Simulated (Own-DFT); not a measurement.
Simulation results for Hf₃₁O₆₄ (monoclinic hafnia with one vacancy, atoms displaced)

Computed with Own-DFT development build. A calculation, not a measurement: plane-wave PBE density functional theory by an unreviewed code, no spin, of a simulated periodic cell, stress positive in tension, free energy of the whole cell less one offset for each atom, defect cell not probed for a lower state with spin; hafnium file: forces about 75 meV/angstrom off all-electron values; oxygen file: force components 24 meV/angstrom off all-electron in one glass; forces on such cells passed a denser k mesh, this cell's mesh not checked; offsets are fitted by least squares, one for each functional and potential file, so energies compare only between cells with the same atoms and settings and are not formation energies; the far tail of each file's local potential was reset to the Coulomb form; each entry is a single point on an unrelaxed cell, so the pressure reflects the starting lattice, mostly measured values, from which strain is counted, and rises with the displacements; printed positions are rounded, which can move forces by about a meV/angstrom; the program is a retired in-house code; no spin-orbit coupling; before rounding, a Quantum ESPRESSO 7.3.1 run of the same cell and cutoff gave forces within 1 meV/angstrom rms on each cell, which checks the program and not the settings.

Entry: Hf₃₁O₆₄ (monoclinic hafnia with one vacancy, atoms displaced)

```
cell vectors (Å)
  10.2340     0.0000     0.0000
   0.0000    10.3500     0.0000
  -1.6955     0.0000    10.4453
atoms (fractions of the cell vectors)
Hf  0.13551  0.01263  0.10607
Hf  0.36784  0.26881  0.13913
Hf  0.35743  0.49074  0.38725
Hf  0.14292  0.22999  0.35411
O   0.03328  0.16804  0.17601
O   0.46037  0.41289  0.07649
O   0.46040  0.33292  0.32420
O   0.02934  0.08654  0.42217
O   0.21700  0.37969  0.24181
O   0.27380  0.12740  0.01838
O   0.28114  0.11618  0.26076
O   0.21534  0.36568  0.49028
Hf  0.13774  0.01797  0.60231
Hf  0.35680  0.47699  0.89532
Hf  0.13337  0.22988  0.84562
O   0.03340  0.16406  0.67056
O   0.46488  0.41180  0.57934
O   0.46715  0.33188  0.83058
O   0.03695  0.08875  0.92906
O   0.22515  0.37578  0.74365
O   0.27419  0.13064  0.51532
O   0.26994  0.12851  0.75545
O   0.23223  0.37151  0.98750
Hf  0.13908  0.51898  0.10782
Hf  0.36150  0.77639  0.14732
Hf  0.36102  0.97662  0.40117
Hf  0.14761  0.72513  0.35311
O   0.04148  0.67305  0.17166
O   0.46134  0.91517  0.07485
O   0.46624  0.83504  0.32511
O   0.03600  0.58522  0.41508
O   0.22521  0.88989  0.24175
O   0.27567  0.63444  0.00994
O   0.26959  0.62264  0.25694
O   0.22025  0.86818  0.49715
Hf  0.14283  0.51324  0.60177
Hf  0.37099  0.77450  0.65031
Hf  0.35968  0.97982  0.89241
Hf  0.13649  0.72832  0.85695
O   0.04562  0.65959  0.68443
O   0.46926  0.91329  0.57329
O   0.46250  0.83499  0.82772
O   0.04363  0.58562  0.92197
O   0.22767  0.87745  0.74082
O   0.27778  0.63479  0.51138
O   0.27535  0.62089  0.75402
O   0.22177  0.86496  0.98505
Hf  0.63021  0.02620  0.10704
Hf  0.87106  0.26979  0.14480
Hf  0.86092  0.48531  0.39207
Hf  0.64199  0.23291  0.35398
O   0.54704  0.16728  0.16449
O   0.96126  0.41966  0.07547
O   0.96300  0.34049  0.32592
O   0.54336  0.07882  0.41712
O   0.71816  0.37416  0.24427
O   0.77830  0.13112  0.01177
O   0.78197  0.12264  0.26113
O   0.72484  0.38080  0.48948
Hf  0.63514  0.01605  0.60147
Hf  0.86312  0.27111  0.64446
Hf  0.86791  0.47660  0.90284
Hf  0.62965  0.24021  0.85075
O   0.53521  0.16841  0.68437
O   0.97163  0.40879  0.57462
O   0.96350  0.33047  0.82562
O   0.54172  0.08125  0.92160
O   0.72277  0.38064  0.74152
O   0.77755  0.13926  0.51001
O   0.77208  0.12085  0.75678
O   0.72259  0.36790  0.98538
Hf  0.63516  0.52092  0.10323
Hf  0.86727  0.77498  0.14823
Hf  0.85592  0.98326  0.38907
Hf  0.64266  0.72878  0.35461
O   0.54010  0.67350  0.17520
O   0.96271  0.92157  0.07290
O   0.96739  0.84284  0.33361
O   0.53843  0.59783  0.42685
O   0.72642  0.87500  0.24652
O   0.78074  0.63135  0.01585
O   0.77533  0.62161  0.26162
O   0.72809  0.86875  0.49585
Hf  0.64503  0.51627  0.59878
Hf  0.86152  0.77614  0.65573
Hf  0.84763  0.97585  0.89942
Hf  0.63491  0.73004  0.86066
O   0.53215  0.66702  0.67021
O   0.96306  0.92308  0.57036
O   0.95717  0.83833  0.82860
O   0.53251  0.58674  0.91526
O   0.70957  0.88344  0.73187
O   0.78144  0.63520  0.51031
O   0.77794  0.62077  0.75829
O   0.71694  0.87124  0.98901
```

* functional: PBE
* potential files: PseudoDojo norm-conserving, scalar-relativistic, standard set
* wave cutoff: 72 hartree
* occupations: Fermi-Dirac
* smearing width: 0.1 eV
* k mesh: 2 x 2 x 2 centred on Gamma
* free energy of cell above offsets: -76.477 eV
* pressure: 4.69 GPa
* stress xx: -4.4 GPa
* stress yy: -4.66 GPa
* stress zz: -5.01 GPa
* stress yz: 0.49 GPa
* stress xz: -0.27 GPa
* stress xy: -0.14 GPa

Force:
| element | x (eV/Å) | y (eV/Å) | z (eV/Å) |
| --- | --- | --- | --- |
| Hf | 0.643 | 2.796 | -0.998 |
| Hf | -1.619 | -1.138 | 1.244 |
| Hf | 1.119 | -3.031 | 3.193 |
| Hf | -0.062 | -0.649 | 1.622 |
| O | 1.058 | -0.844 | -0.321 |
| O | 1.884 | 1.661 | -0.024 |
| O | 0.305 | 0.508 | 0.118 |
| O | 0.791 | 0.63 | -0.413 |
| O | 0.743 | 0.385 | -0.731 |
| O | 0.627 | -0.444 | -0.749 |
| O | -0.275 | 0.913 | 0.251 |
| O | 0.426 | 1.744 | -1.244 |
| Hf | 0.746 | 1.398 | 0.255 |
| Hf | 0.414 | -0.035 | -2.576 |
| Hf | 1.767 | -0.586 | 0.329 |
| O | -0.905 | 0.167 | 0.082 |
| O | 0.81 | 1.349 | -0.988 |
| O | -1.498 | 1.823 | 1.022 |
| O | -1.013 | -0.755 | -0.507 |
| O | -0.9 | 1.29 | 0.298 |
| O | -0.319 | -1.403 | -1.542 |
| O | -0.108 | -2.06 | 1.349 |
| O | -1.525 | -0.178 | 0.865 |
| Hf | 0.259 | 0.374 | -1.317 |
| Hf | 0.552 | -0.203 | -0.64 |
| Hf | 0.109 | 1.683 | -0.313 |
| Hf | -2.6 | 1.996 | 1.658 |
| O | -0.507 | -0.104 | -0.333 |
| O | 0.175 | 0.36 | 0.057 |
| O | -0.496 | 0.085 | 0.175 |
| O | 0.27 | 0.08 | 0.316 |
| O | 0.161 | -2.353 | 0.536 |
| O | 0.414 | -0.887 | 0.702 |
| O | 1.335 | -0.087 | -0.221 |
| O | 0.858 | 0.065 | -1.103 |
| Hf | 0.725 | -0.466 | 0.906 |
| Hf | -1.864 | -1.101 | -0.413 |
| Hf | -0.385 | 1.484 | -0.361 |
| Hf | 1.191 | 0.092 | -1.285 |
| O | -2.058 | 0.802 | -1.495 |
| O | -0.408 | 0.12 | 0.102 |
| O | 0.73 | -0.051 | 0.475 |
| O | -1.761 | -1.661 | 1.027 |
| O | -0.32 | 0.618 | 0.173 |
| O | 0.365 | -1.007 | -1.185 |
| O | 0.592 | -0.264 | 1.192 |
| O | 0.025 | 1.593 | 1.299 |
| Hf | 2.608 | -2.311 | -1.413 |
| Hf | -1.949 | -0.568 | 0.416 |
| Hf | 0.557 | -0.723 | 0.778 |
| Hf | -0.399 | -0.105 | 0.752 |
| O | -2.553 | 2.741 | 1.211 |
| O | 1.133 | 0.391 | 0.638 |
| O | 0.409 | -0.396 | -0.303 |
| O | -0.657 | -0.139 | -0.224 |
| O | 0.419 | 1.233 | -1.222 |
| O | -0.097 | -0.567 | 0.305 |
| O | -0.622 | 0.322 | -0.4 |
| O | -0.005 | -0.582 | -0.356 |
| Hf | 0.51 | 2.454 | -0.29 |
| Hf | -0.241 | -0.158 | 0.198 |
| Hf | -0.834 | 0.681 | -2.288 |
| Hf | 0.915 | -1.669 | -0.155 |
| O | 0.692 | -1.088 | -1.752 |
| O | -0.488 | 0.671 | -0.208 |
| O | -0.514 | 0.893 | 0.446 |
| O | -1.056 | -0.555 | 0.277 |
| O | 0.619 | 0.121 | -0.362 |
| O | -0.406 | -0.601 | -0.476 |
| O | 0.261 | -0.175 | 0.227 |
| O | 0.387 | 1.738 | 1.454 |
| Hf | 0.309 | -0.073 | 0.007 |
| Hf | -0.473 | -0.068 | 0.677 |
| Hf | 0.587 | -0.341 | 1.966 |
| Hf | 0.397 | 1.349 | 0.665 |
| O | -0.49 | -1.021 | -1.043 |
| O | -0.925 | -1.209 | 0.658 |
| O | 1.013 | -1.382 | -1.391 |
| O | -1.743 | -1.846 | -0.38 |
| O | -0.093 | 0.774 | -1.311 |
| O | -0.406 | -0.295 | -0.204 |
| O | 0.325 | -0.28 | -0.663 |
| O | -0.389 | 0.598 | -0.447 |
| Hf | -1.514 | 0.768 | 1.412 |
| Hf | 0.778 | -0.656 | -1.812 |
| Hf | 0.905 | 2.612 | -0.898 |
| Hf | 0.567 | -0.605 | -1.67 |
| O | 1.06 | -0.587 | 0.418 |
| O | -0.664 | -1.156 | 1.291 |
| O | 0.446 | -0.226 | 0.313 |
| O | -0.069 | -0.771 | 1.497 |
| O | 0.856 | -1.407 | 1.873 |
| O | 0.208 | -0.588 | 0.07 |
| O | -0.261 | 0.338 | 0.729 |
| O | 0.413 | -0.241 | 0.505 |
